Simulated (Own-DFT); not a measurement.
Simulation results for Al$_{3}$GaAs$_{4}$ (zincblende random alloy, atoms displaced)

Computed with Own-DFT development build. A calculation, not a measurement: plane-wave PBE density functional theory by an unreviewed code, no spin, of a simulated periodic cell, stress positive in tension, free energy of the whole cell less one offset for each atom, forces on such cells passed a denser k mesh, this cell's mesh not checked; offsets are fitted by least squares, one for each functional and potential file, so energies compare only between cells with the same atoms and settings and are not formation energies; the far tail of each file's local potential was reset to the Coulomb form; each entry is a single point on an unrelaxed cell, so the pressure reflects the starting lattice, mostly measured values, from which strain is counted, and rises with the displacements; printed positions are rounded, which can move forces by about a meV/angstrom; the program is a retired in-house code; no spin-orbit coupling.

```xyz
64
Lattice="11.3183 0.0000 0.0000 0.0000 11.3183 0.0000 0.0000 0.0000 11.3183" Properties=species:S:1:pos:R:3:force_x:R:1:force_y:R:1:force_z:R:1 formula=Al3GaAs4 functional=PBE potential_files=PseudoDojo_norm-conserving,scalar-relativistic,standard_set wave_cutoff=42 occupations=Fermi-Dirac smearing_width=0.1 k_mesh=3_x_3_x_3_centred_on_Gamma free_energy_of_cell_above_offsets=-20.358 pressure=2.91 stress_xx=-2.91 stress_yy=-2.92 stress_zz=-2.91 stress_yz=-0.12 stress_xz=0 stress_xy=-0.06
Al     0.0187    11.3047    11.2573     -0.104      0.051        0.6
Ga    11.2922     2.8197     2.7969      0.162      0.201      -0.05
Al     2.8433    11.3072     2.8182     -0.002      0.063      0.089
Ga     2.8462     2.8563    11.2955     -0.071     -0.084      0.399
As     1.4193     1.4043     1.4121      0.008     -0.023     -0.293
As     1.3997     4.2450     4.2246      0.166     -0.081     -0.155
As     4.2159     1.4739     4.2262      0.441     -0.717      0.081
As     4.2909     4.2720     1.4108     -0.451     -0.365      0.248
Al    11.3013     0.0594     5.6726      0.417     -0.416      -0.29
Ga    11.3023     2.8345     8.5187      0.278     -0.069     -0.327
Al     2.8172    11.2832     8.5113      0.222      0.451     -0.437
Al     2.8382     2.8569     5.6351     -0.233      0.061       0.16
As     1.4344     1.4023     7.0466      0.061      0.379      0.462
As     1.4393     4.2684     9.8911     -0.332     -0.059       0.15
As     4.2478     1.3810     9.9374     -0.296      0.131     -0.423
As     4.2577     4.2712     7.0148      0.118     -0.405      0.586
Al    11.3028     5.6984    11.2840      0.354     -0.066      0.406
Al    11.3041     8.4729     2.8494      0.207      0.334     -0.018
Al     2.8286     5.6673     2.8049      0.172     -0.241      0.279
Al     2.8268     8.5153     0.0065       0.07      -0.38     -0.183
As     1.4502     7.1080     1.4628      -0.47     -0.129      -0.66
As     1.4179     9.9293     4.2511     -0.117     -0.181      0.123
As     4.2688     7.0630     4.2366     -0.198      -0.19      0.052
As     4.2482     9.8549     1.4232      0.104       0.57     -0.199
Al     0.0395     5.6427     5.6545     -0.476      0.087      0.064
Al    11.2942     8.4391     8.5057      0.073      0.416     -0.146
Al     2.8572     5.6344     8.5005      0.142      0.315     -0.366
Ga     2.8753     8.4618     5.6743     -0.425      0.149     -0.264
As     1.4160     7.0727     7.0809      0.101     -0.186      0.131
As     1.4361     9.9207     9.8895     -0.372     -0.656      0.007
As     4.2741     7.0688     9.9072     -0.278      0.191      0.106
As     4.2267     9.9070     7.0622      0.423      0.271      0.027
Al     5.6464    11.2966    11.2779      0.281     -0.302      0.522
Al     5.6719     2.8125     2.8203      0.017      0.232      0.056
Ga     8.5039     0.0363     2.8162      0.167     -0.471     -0.063
Al     8.5268     2.7852     0.0012     -0.646      0.474     -0.035
As     7.0788     1.3925     1.4175     -0.155      0.072      -0.35
As     7.0605     4.2519     4.2728      0.355     -0.373     -0.485
As     9.9180     1.4201     4.2417     -0.213      0.165     -0.021
As     9.8881     4.2531     1.3774       0.19     -0.009      0.043
Al     5.7213    11.3130     5.6371     -0.643      0.178     -0.048
Al     5.6596     2.7803     8.5205     -0.283      0.588     -0.243
Al     8.4702     0.0260     8.4600      0.389     -0.369     -0.016
Al     8.4990     2.8282     5.6541     -0.174     -0.004      0.026
As     7.0699     1.4227     7.0875      0.047      0.087     -0.271
As     6.9933     4.2625     9.9529      0.991      -0.62     -0.522
As     9.9010     1.4062     9.9137     -0.027     -0.221     -0.263
As     9.8681     4.2338     7.0909       0.47      0.119      -0.24
Al     5.6509     5.6352     0.0122      -0.02      0.616       0.05
Al     5.6238     8.4680     2.8267       0.71     -0.029     -0.027
Ga     8.4866     5.6573     2.8267     -0.096     -0.481      -0.03
Al     8.4691     8.4777     0.0086     -0.256      0.078     -0.151
As     7.1006     7.0222     1.4120     -0.522      0.506     -0.005
As     7.1037     9.9061     4.2254     -0.166     -0.222     -0.146
As     9.8987     7.0295     4.1807       0.17      0.242       0.88
As     9.9100     9.8605     1.3783      0.133      0.433      0.107
Ga     5.7141     5.6707     5.6443     -0.493     -0.011     -0.006
Al     5.6499     8.5354     8.5025     -0.384     -0.596     -0.477
Ga     8.4937     5.6736     8.4741     -0.752     -0.469      0.023
Al     8.4901     8.4742     5.6475      0.097     -0.163      0.021
As     7.0237     7.0573     7.0761       0.53      0.621      0.157
As     7.0542     9.8848     9.8350      0.535      0.362      0.676
As     9.8319     7.0486     9.8921      0.477      0.414      0.183
As     9.9460     9.9218     7.0291     -0.425     -0.268      0.488
```

Units: wave_cutoff in hartree; smearing_width, free_energy_of_cell_above_offsets in eV; pressure, stress_xx, stress_yy, stress_zz, stress_yz, stress_xz, stress_xy in GPa; force_x, force_y, force_z in eV/Å.
